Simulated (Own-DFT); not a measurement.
## Calculated data, Si$_{12}$O$_{23}$ (quartz with two neutral oxygen vacancies, atoms displaced)

All values are calculated (Own-DFT development build). A calculation, not a measurement: plane-wave PBE and HSE06 DFT by an unreviewed code, no spin, of a simulated cell at Gamma alone, so results move with cell size and shape, stress positive in tension, energies less offsets, not probed for a lower state with spin; oxygen file: force components 24 meV/angstrom off all-electron in a glass; k mesh not checked against a denser one; forces and stress are PBE's, HSE06 gives the energy alone, and its difference from PBE has offsets of its own; offsets are fitted by least squares, one for each functional and potential file, so energies compare only between cells with the same atoms and settings and are not formation energies; the far tail of each file's local potential was reset to the Coulomb form; each entry is a single point on an unrelaxed cell, so the pressure reflects the starting lattice, mostly measured values (interpolated for alloys), from which strain is counted, and rises with the displacements; printed positions are rounded, which can move forces by about a meV/angstrom; the program, named Own-DFT, is a retired in-house code; no spin-orbit coupling.

## Si$_{12}$O$_{23}$ (quartz with two neutral oxygen vacancies, atoms displaced)

```
cell vectors (Å)
   9.8268     0.0000     0.0000
  -4.9134     8.5103     0.0000
   0.0000     0.0000    10.8104
atoms (fractions of the cell vectors)
Si  0.23569  0.99629  0.99856
Si  0.00710  0.24224  0.33112
Si  0.26509  0.26368  0.17289
O   0.20567  0.13595  0.06167
O   0.42079  0.29255  0.22517
O   0.35910  0.07210  0.39229
O   0.07579  0.36866  0.43773
O   0.13715  0.21112  0.27630
O   0.29579  0.43067  0.10869
Si  0.23579  0.99900  0.49915
Si  0.99827  0.23130  0.83471
Si  0.26713  0.26880  0.66255
O   0.20346  0.13273  0.56028
O   0.42957  0.29980  0.72653
O   0.36516  0.07974  0.89283
O   0.07815  0.36820  0.94367
O   0.13352  0.19978  0.77346
O   0.28644  0.41920  0.60409
Si  0.23875  0.50042  0.99857
Si  0.99990  0.73681  0.33614
Si  0.26890  0.76253  0.16508
O   0.20677  0.63529  0.06116
O   0.42872  0.78931  0.22613
O   0.35557  0.56890  0.39118
O   0.07080  0.86288  0.44062
O   0.13569  0.70740  0.27631
O   0.28775  0.92229  0.11565
Si  0.23173  0.49888  0.50377
Si  0.00312  0.74097  0.82803
Si  0.26314  0.76499  0.66524
O   0.20879  0.63287  0.55830
O   0.42646  0.79481  0.72308
O   0.36849  0.56966  0.89036
O   0.06912  0.86252  0.93894
O   0.29353  0.92893  0.60906
Si  0.73155  0.99588  0.00268
Si  0.50169  0.23569  0.33341
Si  0.76422  0.25903  0.17269
O   0.70746  0.13542  0.06178
O   0.92189  0.29544  0.23127
O   0.86228  0.06759  0.39772
O   0.56816  0.36002  0.43665
O   0.63147  0.19603  0.27851
O   0.78992  0.42461  0.10259
Si  0.73129  0.00035  0.49565
Si  0.49784  0.23563  0.83338
Si  0.75797  0.26239  0.66601
O   0.70526  0.13002  0.55845
O   0.92753  0.29676  0.72391
O   0.87070  0.07222  0.88858
O   0.57509  0.36825  0.93989
O   0.63363  0.20849  0.77659
O   0.79359  0.42769  0.60284
Si  0.73146  0.49373  0.99997
Si  0.49607  0.73433  0.33317
Si  0.76133  0.76071  0.16315
O   0.70431  0.63286  0.05690
O   0.92660  0.80007  0.22377
O   0.86633  0.56797  0.38909
O   0.57458  0.86654  0.43812
O   0.63529  0.70794  0.27528
O   0.79169  0.93001  0.10755
Si  0.73437  0.50321  0.49762
Si  0.50271  0.73598  0.83807
Si  0.76815  0.76512  0.66643
O   0.70790  0.63344  0.55959
O   0.86481  0.56564  0.89089
O   0.57986  0.86708  0.94437
O   0.63397  0.70691  0.77209
O   0.79487  0.93104  0.60507
```

| Item | Value |
| --- | --- |
| first functional | PBE |
| second functional | HSE06 |
| exact exchange share | 0.25 |
| screening | 0.11 1/bohr |
| exchange divergence | Gygi-Baldereschi |
| potential files | PseudoDojo norm-conserving, scalar-relativistic, made for PBE, standard set |
| wave cutoff | 48 hartree |
| occupations | fixed |
| k mesh | 1 x 1 x 1 centred on Gamma |
| PBE energy of cell above offsets | -21.276 eV |
| HSE06 less PBE above offsets | 0.105 eV |
| PBE pressure | 6.56 GPa |
| PBE stress xx | -5.63 GPa |
| PBE stress yy | -7.14 GPa |
| PBE stress zz | -6.91 GPa |
| PBE stress yz | -2.24 GPa |
| PBE stress xz | -0.82 GPa |
| PBE stress xy | -1.24 GPa |

Force:
```csv
element,x (eV/Å),y (eV/Å),z (eV/Å)
Si,-1.627,0.891,2.233
Si,-2.1,-2.993,1.886
Si,-2.129,0.886,-4.115
O,0.765,-1.488,-0.767
O,4.726,0.382,2.238
O,1.416,0.944,-1.609
O,-0.879,-0.045,0.673
O,-0.409,-0.935,0.825
O,0.462,-0.622,0.745
Si,-1.824,0.032,1.193
Si,0.966,2.619,-1.74
Si,0.477,-3.231,2.71
O,0.513,-0.818,-0.858
O,0.045,0.098,-0.424
O,0.014,-1.83,0.382
O,-1.109,-1.548,-1.278
O,-0.317,0.679,-0.067
O,-0.332,2.659,-0.292
Si,-0.181,0.368,1.335
Si,-0.057,-0.987,-3.227
Si,-1.507,-0.191,2.625
O,0.654,-1.646,-2.11
O,-0.859,0.97,-1.58
O,1.105,0.968,-0.489
O,-0.01,1.408,1.763
O,0.192,-0.001,-0.208
O,-0.685,2.122,-2.094
Si,0.655,-0.417,-1.856
Si,-0.858,-2.787,-3.304
Si,-1.89,-0.53,2.085
O,-1.463,1.238,0.787
O,1.371,-0.106,1.691
O,0.028,0.309,0.012
O,0.553,1.6,1.528
O,0.163,0.565,-0.403
Si,2.033,4.296,-0.757
Si,-1.092,-2.339,-2.014
Si,-2.73,1.725,-2.21
O,0.214,-1.097,-0.939
O,2.49,0.621,0.594
O,2.799,3.557,-3.81
O,0.551,3.061,2.513
O,-0.704,0.069,0.128
O,1.799,-2.182,3.107
Si,0.942,-0.861,2.342
Si,0.262,1.781,-0.459
Si,1.784,0.721,-0.423
O,-1.674,1.389,0.877
O,0.128,-0.33,0.598
O,-2.085,-2.759,2.467
O,-1.774,-1.738,-0.797
O,-0.127,-0.568,0.075
O,-0.058,-0.468,0.305
Si,0.558,2.82,-1.07
Si,1.904,-1.617,1.204
Si,-0.126,1.325,1.052
O,-0.077,-0.669,-0.719
O,1.368,-0.512,1.112
O,-0.466,0.02,0.081
O,-1.542,-1.144,-0.189
O,-0.531,-0.418,0.179
O,1.29,-1.174,1.424
Si,0.623,-1.749,-0.656
Si,-0.235,0.011,-2.532
Si,1.808,1.899,1.367
O,-0.871,0.073,-0.559
O,0.627,1.415,-0.619
O,-2.522,-2.343,-1.365
O,-0.795,-0.308,0.736
O,0.36,-1.071,0.668
```
